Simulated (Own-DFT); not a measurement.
SiGe3 (diamond-structure random alloy, atoms displaced) (calculated)

A calculation, not a measurement: plane-wave PBEsol density functional theory by an unreviewed code, no spin, of a simulated periodic cell, stress positive in tension, free energy of the whole cell less one offset for each atom, forces on such cells passed a denser k mesh, this cell's mesh not checked; offsets are fitted by least squares, one for each functional and potential file, so energies compare only between cells with the same atoms and settings and are not formation energies; the far tail of each file's local potential was reset to the Coulomb form; each entry is a single point on an unrelaxed cell, so the pressure reflects the starting lattice, mostly measured values, from which strain is counted, and rises with the displacements; printed positions are rounded, which can move forces by about a meV/angstrom; the program is a retired in-house code; no spin-orbit coupling. Program: Own-DFT development build.

Common to all runs: functional PBEsol; potential files PseudoDojo norm-conserving, scalar-relativistic, made for PBE, standard set; wave cutoff 42 hartree; occupations Fermi-Dirac; smearing width 0.1 eV; hardware one NVIDIA H200; k mesh 3 x 3 x 3 centred on Gamma.

(1) SiGe3 (diamond-structure random alloy, atoms displaced)

```
SiGe3
1.0
     11.2025     0.0000     0.0000
      0.0000    11.2025     0.0000
      0.0000     0.0000    11.2025
Ge Si Ge Si Ge Si Ge Si Ge Si Ge Si Ge Si Ge Si Ge Si Ge Si Ge Si Ge Si Ge
2 2 4 1 4 1 1 3 2 1 4 1 4 2 5 1 5 1 1 1 6 1 6 1 4
Direct
  0.99590 0.99531 0.00237
  0.00983 0.25309 0.25004
  0.24670 0.01267 0.25296
  0.25080 0.25125 0.99857
  0.12361 0.12548 0.13445
  0.12071 0.37087 0.37884
  0.37708 0.12256 0.37366
  0.37136 0.37644 0.13401
  0.00101 0.00388 0.50386
  0.01474 0.25172 0.75388
  0.24058 0.00887 0.75732
  0.25079 0.24996 0.49910
  0.12333 0.12599 0.63015
  0.12696 0.37559 0.87779
  0.37223 0.12135 0.88836
  0.37684 0.37784 0.63064
  0.99774 0.49977 0.00753
  0.99604 0.75314 0.26006
  0.25543 0.49018 0.23655
  0.25259 0.74847 0.00308
  0.13126 0.61982 0.12714
  0.12859 0.87476 0.38651
  0.37687 0.63418 0.37589
  0.36914 0.87234 0.12534
  0.99688 0.50544 0.49412
  0.99815 0.74769 0.74554
  0.24977 0.49700 0.75746
  0.26133 0.75339 0.50183
  0.12620 0.61315 0.62358
  0.12583 0.87483 0.86195
  0.38196 0.62386 0.88064
  0.37148 0.87213 0.62762
  0.49858 0.00513 0.00055
  0.49104 0.24947 0.24713
  0.75087 0.98690 0.25311
  0.74852 0.23577 0.99901
  0.62044 0.12049 0.12641
  0.62833 0.37150 0.37925
  0.88036 0.12768 0.37432
  0.86937 0.37654 0.12187
  0.49200 0.00256 0.49673
  0.50029 0.23971 0.75725
  0.75423 0.99064 0.75170
  0.75058 0.25158 0.49518
  0.62033 0.13962 0.62598
  0.62344 0.36849 0.87794
  0.86838 0.12546 0.86934
  0.86848 0.37603 0.62200
  0.49683 0.50276 0.00141
  0.50436 0.75276 0.25177
  0.75359 0.49663 0.24184
  0.75310 0.75233 0.00628
  0.61639 0.63036 0.12778
  0.62279 0.87992 0.37817
  0.86699 0.62438 0.37278
  0.87279 0.87422 0.12500
  0.50211 0.48474 0.49026
  0.49368 0.75649 0.75087
  0.75256 0.49474 0.75700
  0.75579 0.75156 0.49269
  0.63578 0.62445 0.63630
  0.62069 0.88844 0.87369
  0.86955 0.61805 0.87928
  0.87473 0.88095 0.62348
```

```
free energy of cell above offsets : 1.750 eV
pressure                          : 1.33 GPa
stress xx                         : -1.35 GPa
stress yy                         : -1.24 GPa
stress zz                         : -1.4 GPa
stress yz                         : -0.91 GPa
stress xz                         : 0.46 GPa
stress xy                         : 0.85 GPa
wall time                         : 613.8 s
```

Force:
```
element  x (eV/Å)  y (eV/Å)  z (eV/Å)
     Ge     0.557      0.66    -0.665
     Ge    -1.854     0.306    -0.198
     Si     0.335    -1.929     0.261
     Si    -0.574     0.286     0.894
     Ge      0.32    -0.092    -1.976
     Ge     0.963      1.07     -0.19
     Ge    -0.952     0.623    -0.222
     Ge     1.471    -1.669    -3.116
     Si     0.047     0.003      0.05
     Ge    -1.996     0.511     -0.06
     Ge     1.778    -0.551    -0.877
     Ge     0.425     0.136     0.893
     Ge     0.211    -0.012    -1.334
     Si    -0.174      0.27     1.138
     Ge    -0.518      0.69    -1.068
     Si     0.033    -0.849    -0.191
     Si     0.799     0.117    -0.623
     Si     0.883    -0.481    -0.805
     Ge    -2.209     2.501     3.293
     Ge    -0.694    -0.541    -0.994
     Si    -1.273     0.714     0.113
     Ge    -0.406     0.709    -0.952
     Ge     0.333    -1.829    -0.749
     Ge     0.416     1.172      0.79
     Ge    -0.317    -0.724     0.327
     Si    -0.169    -0.512    -0.049
     Ge     0.733     0.294    -0.064
     Ge    -1.319    -0.731     0.717
     Ge     0.147     1.474     0.228
     Ge    -0.895    -1.089     1.679
     Si    -1.048     0.595     -0.66
     Si    -0.018     1.589     0.376
     Ge    -0.189    -1.172     0.848
     Ge      1.73     0.055     0.818
     Ge     0.008     1.803    -0.071
     Ge    -0.566     1.459     0.266
     Ge     0.491     0.054     0.848
     Si     0.354    -0.541    -1.762
     Ge    -0.314      -0.4    -0.032
     Ge     1.112    -1.383    -0.467
     Ge     0.753    -0.399     1.566
     Ge    -1.156     1.692     0.394
     Ge    -0.953     1.635    -0.853
     Si    -0.049    -0.263     0.321
     Ge     1.237    -1.967    -0.941
     Si     0.029     0.198     0.368
     Ge     1.635    -0.334      0.05
     Ge     1.138    -0.361      0.11
     Ge      0.87    -0.782     0.312
     Ge    -0.497     0.366    -0.054
     Ge    -1.941     0.685     0.913
     Ge    -1.533    -0.539    -0.778
     Si     1.162    -0.625    -0.464
     Ge     0.094     -0.86     0.598
     Ge     0.639     0.277      -0.5
     Ge     1.062    -0.506     0.719
     Ge    -0.424     1.838     1.614
     Ge     0.789    -0.726     0.264
     Ge    -0.701    -0.652      0.13
     Si    -0.985     0.233     1.328
     Ge    -0.936     0.423    -1.514
     Ge     0.111    -1.583     0.557
     Ge     1.287     0.932     0.187
     Ge     0.708    -1.265    -0.741
```

(2) SiGe3 (diamond-structure random alloy, atoms displaced)

```
SiGe3
1.0
     11.2025     0.0000     0.0000
      0.0000    11.2025     0.0000
      0.0000     0.0000    11.2025
Ge Si Ge Si Ge Si Ge Si Ge Si Ge Si Ge Si Ge Si Ge Si Ge Si Ge Si Ge Si Ge Si Ge Si Ge Si Ge
1 1 4 1 1 1 3 1 4 1 4 1 9 1 3 1 7 1 1 1 4 1 1 1 1 1 3 1 1 2 1
Direct
  0.00072 0.99910 0.99249
  0.99968 0.25184 0.25739
  0.24153 0.99696 0.25301
  0.25014 0.25626 0.00041
  0.11939 0.12348 0.11766
  0.12473 0.37818 0.37152
  0.36806 0.12082 0.36955
  0.37527 0.37809 0.13019
  0.99580 0.99215 0.49727
  0.01247 0.25114 0.74281
  0.25380 0.01085 0.75492
  0.24409 0.24959 0.49385
  0.12594 0.12002 0.62917
  0.13071 0.37254 0.88057
  0.37278 0.12440 0.86629
  0.37271 0.37596 0.62639
  0.99111 0.49077 0.00374
  0.00280 0.75864 0.24626
  0.24024 0.49105 0.24799
  0.24437 0.75102 0.99852
  0.13050 0.62264 0.13037
  0.12823 0.86953 0.37532
  0.37847 0.62629 0.36741
  0.37863 0.87527 0.12883
  0.00174 0.50160 0.50367
  0.01135 0.76140 0.75839
  0.25897 0.50424 0.74860
  0.25326 0.75245 0.49731
  0.13358 0.62742 0.62185
  0.12367 0.87749 0.87439
  0.37461 0.61741 0.87824
  0.37385 0.87184 0.62265
  0.50572 0.00445 0.00202
  0.50330 0.25199 0.25357
  0.75590 0.00300 0.26256
  0.75231 0.24403 0.99247
  0.62644 0.12141 0.12883
  0.62349 0.37917 0.37824
  0.87714 0.12211 0.37681
  0.88152 0.37303 0.13227
  0.49629 0.99879 0.50662
  0.50206 0.24520 0.74956
  0.74949 0.00572 0.74844
  0.74761 0.25742 0.50552
  0.63148 0.13202 0.62070
  0.63685 0.37502 0.87135
  0.87610 0.13351 0.87014
  0.86727 0.38233 0.61631
  0.49211 0.50403 0.99840
  0.50133 0.74540 0.25385
  0.74768 0.50133 0.25233
  0.74281 0.75024 0.01384
  0.62511 0.62475 0.12606
  0.62024 0.87221 0.36956
  0.88259 0.62443 0.37390
  0.88112 0.87452 0.11524
  0.50031 0.50011 0.50827
  0.50301 0.75138 0.75433
  0.75599 0.50158 0.75366
  0.74517 0.75163 0.50073
  0.61974 0.62586 0.62266
  0.62581 0.87791 0.86466
  0.87699 0.62832 0.87728
  0.87268 0.87485 0.62863
```

```
free energy of cell above offsets : 1.104 eV
pressure                          : 1.16 GPa
stress xx                         : -1.13 GPa
stress yy                         : -1.24 GPa
stress zz                         : -1.11 GPa
stress yz                         : 0.24 GPa
stress xz                         : -0.51 GPa
stress xy                         : -1.07 GPa
wall time                         : 605.8 s
```

Force:
```
element  x (eV/Å)  y (eV/Å)  z (eV/Å)
     Ge    -1.147     0.644    -0.084
     Si     0.236    -0.736    -0.661
     Ge     0.659     0.532    -0.868
     Ge     0.878    -1.244     0.447
     Ge     0.232       0.6     1.036
     Ge    -1.042    -0.789     1.078
     Si     0.646     0.368     0.619
     Ge     0.268    -0.514    -0.336
     Si     0.844     0.409      0.76
     Ge    -1.339      0.41      0.32
     Ge    -1.122     -2.16    -1.499
     Ge     0.511     -0.58     0.648
     Si    -0.284    -0.226    -1.587
     Ge    -0.758     1.199    -1.084
     Ge     1.481     0.984     2.609
     Ge     0.194        -1    -0.356
     Ge     1.199     1.503    -0.702
     Si    -0.227     -0.91    -0.189
     Ge     1.859     1.421     0.308
     Ge     0.935    -0.215     0.389
     Ge    -1.586     0.514    -0.808
     Ge    -1.162     0.454     0.228
     Si    -0.849     -1.13     1.112
     Ge    -0.186     0.207    -0.627
     Ge      0.31     0.184    -0.447
     Ge    -1.769    -2.148    -1.638
     Ge    -1.235    -0.635     0.189
     Ge     0.548    -0.892    -0.592
     Ge    -0.594     0.181     0.745
     Ge     1.746     1.217     0.649
     Ge    -0.296     2.165     -0.49
     Ge    -0.041     0.406     1.271
     Si    -0.363    -0.566    -0.574
     Ge    -0.413    -0.826    -0.204
     Ge    -0.907     -1.32    -2.012
     Ge    -0.021     0.216     1.737
     Si     0.396     0.372    -0.201
     Ge     -0.02    -0.032     0.118
     Ge     0.589     1.265     1.116
     Ge    -1.518    -0.886     0.128
     Ge     0.734     0.709    -1.291
     Ge     0.508     0.726    -0.496
     Ge      0.21     0.384     0.072
     Ge     0.126    -0.905     -1.39
     Si    -1.023    -0.938     0.469
     Ge    -1.594     -0.05     0.525
     Si     0.802    -0.816    -0.561
     Ge     1.478    -0.275     1.413
     Ge      1.79    -1.217     0.674
     Ge     0.054     0.434    -0.639
     Ge     0.645    -0.146      -0.1
     Si     0.982     0.682     -2.16
     Ge    -0.586    -0.425     0.066
     Si     0.606     0.461     1.344
     Ge    -0.656     1.162    -0.029
     Si    -0.683     0.171     1.166
     Ge     -0.92     0.201    -1.288
     Ge    -0.713    -0.397    -0.202
     Ge    -0.126     1.144    -0.567
     Si     0.309    -0.127    -0.509
     Ge     1.216     0.385     0.693
     Si     0.264     0.222     2.006
     Si    -0.114     0.432     0.711
     Ge     0.037    -0.261    -0.458
```

(3) SiGe3 (diamond-structure random alloy, atoms displaced)

```
SiGe3
1.0
     11.2025     0.0000     0.0000
      0.0000    11.2025     0.0000
      0.0000     0.0000    11.2025
Si Ge Si Ge Si Ge Si Ge Si Ge Si Ge Si Ge Si Ge Si Ge Si Ge Si Ge Si Ge Si Ge Si
2 11 1 2 2 2 1 2 1 11 1 1 1 2 1 1 1 4 1 6 1 4 1 1 1 1 1
Direct
  0.01035 0.99060 0.00055
  0.00154 0.25211 0.25659
  0.25561 0.99791 0.25368
  0.25162 0.24966 0.00404
  0.11798 0.12784 0.11820
  0.12009 0.37235 0.37110
  0.37094 0.13528 0.37127
  0.37314 0.37842 0.12765
  0.99059 0.99959 0.50038
  0.00755 0.24867 0.73898
  0.25800 0.99995 0.74364
  0.25217 0.25518 0.49147
  0.12919 0.12978 0.62910
  0.12256 0.37754 0.87080
  0.36389 0.13030 0.86935
  0.36788 0.37231 0.62518
  0.00739 0.50366 0.00369
  0.99282 0.73361 0.24559
  0.25486 0.50791 0.24955
  0.24322 0.75223 0.99961
  0.12532 0.62541 0.12586
  0.12892 0.85943 0.37565
  0.38159 0.61748 0.37446
  0.36821 0.86835 0.13027
  0.00810 0.51655 0.50316
  0.99856 0.73362 0.74909
  0.25075 0.50299 0.75089
  0.25422 0.75209 0.50126
  0.12612 0.61992 0.64045
  0.12178 0.87789 0.87967
  0.36903 0.62491 0.87104
  0.38491 0.87710 0.61452
  0.50327 0.99530 0.99242
  0.49864 0.25388 0.26084
  0.74457 0.01134 0.25021
  0.74757 0.25277 0.99657
  0.61759 0.12512 0.12196
  0.62046 0.37526 0.37422
  0.87982 0.12720 0.37327
  0.87344 0.38057 0.13265
  0.50202 0.99730 0.49496
  0.49493 0.24614 0.74143
  0.74723 0.99880 0.74493
  0.74276 0.25330 0.49924
  0.63060 0.11247 0.62527
  0.62120 0.36493 0.87389
  0.87309 0.11940 0.86846
  0.87709 0.37663 0.62419
  0.50494 0.50630 0.00157
  0.49696 0.75215 0.25102
  0.75042 0.51048 0.24939
  0.75197 0.75421 0.00013
  0.62179 0.62412 0.13027
  0.62487 0.87081 0.36935
  0.88538 0.61858 0.37025
  0.87829 0.87138 0.12762
  0.50153 0.50798 0.50206
  0.50735 0.75315 0.75227
  0.75088 0.49636 0.75517
  0.74492 0.75334 0.50449
  0.62458 0.63655 0.62351
  0.62552 0.88554 0.87073
  0.87355 0.62428 0.87998
  0.86417 0.87278 0.63655
```

```
free energy of cell above offsets : 1.199 eV
pressure                          : 1.24 GPa
stress xx                         : -1.31 GPa
stress yy                         : -1.12 GPa
stress zz                         : -1.3 GPa
stress yz                         : -0.72 GPa
stress xz                         : -0.56 GPa
stress xy                         : 0.29 GPa
wall time                         : 608.7 s
```

Force:
```
element  x (eV/Å)  y (eV/Å)  z (eV/Å)
     Si    -2.116     1.223     0.433
     Si    -0.641    -0.382    -1.391
     Ge    -1.119     0.125    -0.532
     Ge    -0.748     0.883    -0.623
     Ge     0.395    -0.346     1.156
     Ge     0.702     1.526     0.452
     Ge      0.76    -1.795     0.844
     Ge     0.699     0.014    -0.165
     Ge     0.957    -0.914     0.791
     Ge    -1.404     1.091     1.444
     Ge    -0.872    -0.691     0.128
     Ge    -1.046    -0.172     0.861
     Ge     0.573    -1.253    -1.837
     Si     0.142    -0.149     0.792
     Ge     1.305    -0.513     0.619
     Ge     0.787     0.928    -0.557
     Si     -0.45    -0.643     -0.25
     Si     1.148     1.299    -0.064
     Ge    -1.202    -0.779    -0.197
     Ge     0.429    -0.349     0.487
     Si     0.026    -0.086    -0.136
     Ge    -1.493     1.048    -0.688
     Ge    -0.621     1.382     0.291
     Si     0.799     0.609    -1.025
     Ge    -0.759    -2.165    -0.217
     Ge    -0.932     2.463     0.924
     Ge     0.018    -1.728     0.628
     Ge     0.183    -1.424     0.615
     Ge     1.069     1.107    -2.052
     Ge     0.736    -0.794    -2.054
     Ge     1.111     0.817     0.855
     Ge    -0.165    -0.235     0.905
     Ge    -1.764     0.391     0.812
     Ge      0.24     0.217    -1.716
     Ge     0.718    -0.974    -0.241
     Si     0.665    -0.637     0.667
     Ge     0.252     0.812    -0.232
     Si     0.706     1.131     0.491
     Ge    -0.883     0.452     0.245
     Ge     0.499     -0.61    -1.015
     Si     0.184     0.893     -0.72
     Ge     0.447    -0.367     0.352
     Si     0.471    -0.318     1.265
     Ge     0.879     0.023     0.118
     Ge    -1.157     1.008    -1.028
     Ge      -0.2     0.815     -0.12
     Ge     0.545     0.246     0.754
     Si    -0.069     0.369     -0.44
     Ge    -0.799    -1.052    -0.659
     Ge    -0.292     -0.37    -0.346
     Ge    -0.203    -1.281     1.067
     Ge    -0.864     0.184    -0.198
     Ge     0.333     1.305    -0.639
     Ge     0.347     0.721     0.731
     Si    -1.628     0.998     1.313
     Ge     0.013     0.724     0.251
     Ge     0.349    -1.514     0.506
     Ge    -0.942     0.491     0.279
     Ge    -0.159         0    -0.651
     Si     1.488     0.055     -1.07
     Ge     0.594    -1.392     0.454
     Si     0.838    -1.108     0.054
     Ge      0.13      -0.7       0.5
     Si     0.991    -0.608    -1.224
```

(4) SiGe3 (diamond-structure random alloy, atoms displaced)

```
SiGe3
1.0
     11.2025     0.0000     0.0000
      0.0000    11.2025     0.0000
      0.0000     0.0000    11.2025
Ge Si Ge Si Ge Si Ge Si Ge Si Ge Si Ge Si Ge Si Ge Si Ge Si Ge Si Ge Si Ge Si
2 1 4 3 4 1 1 1 4 1 12 1 3 1 6 1 5 1 1 2 1 1 2 1 3 1
Direct
  0.99698 0.00964 0.99057
  0.99643 0.26130 0.24841
  0.24607 0.00329 0.24775
  0.25884 0.24672 0.00084
  0.13420 0.12720 0.12140
  0.12840 0.37385 0.38295
  0.37889 0.12853 0.38516
  0.37242 0.37683 0.12903
  0.99501 0.99436 0.50578
  0.99530 0.25364 0.75183
  0.24315 0.00643 0.75041
  0.25298 0.24759 0.49626
  0.12645 0.12325 0.62715
  0.11996 0.37735 0.87012
  0.37663 0.12026 0.87189
  0.36711 0.37958 0.62297
  0.00532 0.49330 0.00291
  0.99308 0.75172 0.25004
  0.24620 0.48676 0.24837
  0.23677 0.75436 0.00164
  0.12619 0.62790 0.12275
  0.11971 0.88340 0.37655
  0.37784 0.62925 0.38011
  0.36632 0.87944 0.12411
  0.00011 0.49754 0.50704
  0.00055 0.74641 0.74393
  0.24100 0.50368 0.74328
  0.25822 0.75287 0.48906
  0.12049 0.62651 0.62883
  0.13221 0.88014 0.87249
  0.38582 0.62412 0.88520
  0.37260 0.87263 0.63456
  0.49528 0.00740 0.00187
  0.48830 0.25096 0.24137
  0.74939 0.99196 0.25328
  0.74139 0.25500 0.00059
  0.62681 0.11446 0.13118
  0.61540 0.37458 0.37298
  0.87217 0.12486 0.37669
  0.86218 0.38033 0.13399
  0.49747 0.00114 0.49767
  0.50010 0.24341 0.75408
  0.74454 0.00484 0.74555
  0.75709 0.25634 0.49034
  0.61113 0.12402 0.62704
  0.62142 0.38575 0.87433
  0.87571 0.13432 0.86760
  0.86510 0.37336 0.61942
  0.49255 0.49753 0.00154
  0.50741 0.74779 0.25410
  0.74644 0.49551 0.25057
  0.73897 0.75504 0.99999
  0.62308 0.62787 0.13319
  0.62486 0.87434 0.37437
  0.87544 0.62191 0.38392
  0.87973 0.86857 0.12601
  0.50380 0.50025 0.49355
  0.50222 0.75201 0.73824
  0.75638 0.49986 0.74934
  0.75231 0.75495 0.49960
  0.63414 0.63508 0.62451
  0.61437 0.87387 0.88020
  0.87430 0.62610 0.87573
  0.87120 0.87692 0.63414
```

```
free energy of cell above offsets : 1.345 eV
pressure                          : 1.23 GPa
stress xx                         : -1.11 GPa
stress yy                         : -1.33 GPa
stress zz                         : -1.25 GPa
stress yz                         : 0.18 GPa
stress xz                         : 0.28 GPa
stress xy                         : 1.54 GPa
wall time                         : 603.4 s
```

Force:
```
element  x (eV/Å)  y (eV/Å)  z (eV/Å)
     Ge     0.474    -0.745     0.856
     Ge      0.38    -1.399     0.441
     Si     0.233    -0.013     1.285
     Ge    -0.064     0.767    -0.941
     Ge    -1.406     0.167     0.378
     Ge    -0.984    -0.095    -0.403
     Ge    -0.694    -0.599    -2.154
     Si    -0.168    -0.273     -1.17
     Si    -0.177       0.6    -0.074
     Si     0.501     0.208    -1.213
     Ge     1.548    -0.403     0.239
     Ge    -0.511     0.137     1.174
     Ge    -1.422     0.922    -0.794
     Ge     0.529    -0.616     0.517
     Si    -0.353     0.547     0.272
     Ge     1.216     -0.24    -0.069
     Si    -1.171     0.795     0.217
     Ge     1.157    -1.004     1.397
     Ge     0.334     1.942     0.429
     Ge      1.96    -0.286    -0.412
     Ge    -0.904    -1.103     0.788
     Si     0.309    -0.378    -0.484
     Ge     0.468    -1.667    -1.343
     Ge     0.575    -0.415     0.536
     Ge    -0.076     0.314     -0.36
     Ge    -0.586     1.306     1.201
     Ge     1.242     0.078     1.474
     Ge    -1.881     0.841     1.419
     Ge     0.797     0.453    -1.809
     Ge    -1.859    -0.325    -0.146
     Ge    -2.067     1.297    -1.823
     Ge    -0.702     0.999    -1.431
     Ge    -0.226    -0.753    -0.042
     Ge     1.132     -0.71     0.819
     Si     0.657     0.237     0.302
     Ge     0.124    -0.193    -0.148
     Ge    -0.064     1.006    -0.144
     Ge     0.375    -0.459    -0.462
     Si     0.771    -0.678    -0.598
     Ge     1.585    -0.661    -1.991
     Ge     0.305    -1.345     0.495
     Ge    -0.704     1.754     0.334
     Ge    -0.072    -0.395     0.886
     Ge    -1.987    -1.238     0.156
     Ge     1.787     0.451    -1.177
     Si     0.013    -0.943    -0.147
     Ge    -1.159    -0.182     0.456
     Ge     1.414     -0.06     0.977
     Ge     1.301    -0.459     1.263
     Ge    -1.447     1.121    -0.005
     Ge    -0.533     1.747     1.651
     Si     0.899    -0.698      0.27
     Ge     0.592     -0.67    -1.454
     Si     0.371      0.16     0.507
     Si    -0.394     0.214    -0.661
     Ge    -1.357     1.353    -1.291
     Si    -0.388     0.665     1.505
     Ge     0.101     -0.69     1.875
     Ge     -0.99     0.368      0.23
     Si     0.499     0.385    -0.176
     Ge    -0.279    -1.432    -0.783
     Ge      0.51     0.557    -0.654
     Ge     0.357      0.01     1.049
     Si     0.112    -0.272    -1.039
```
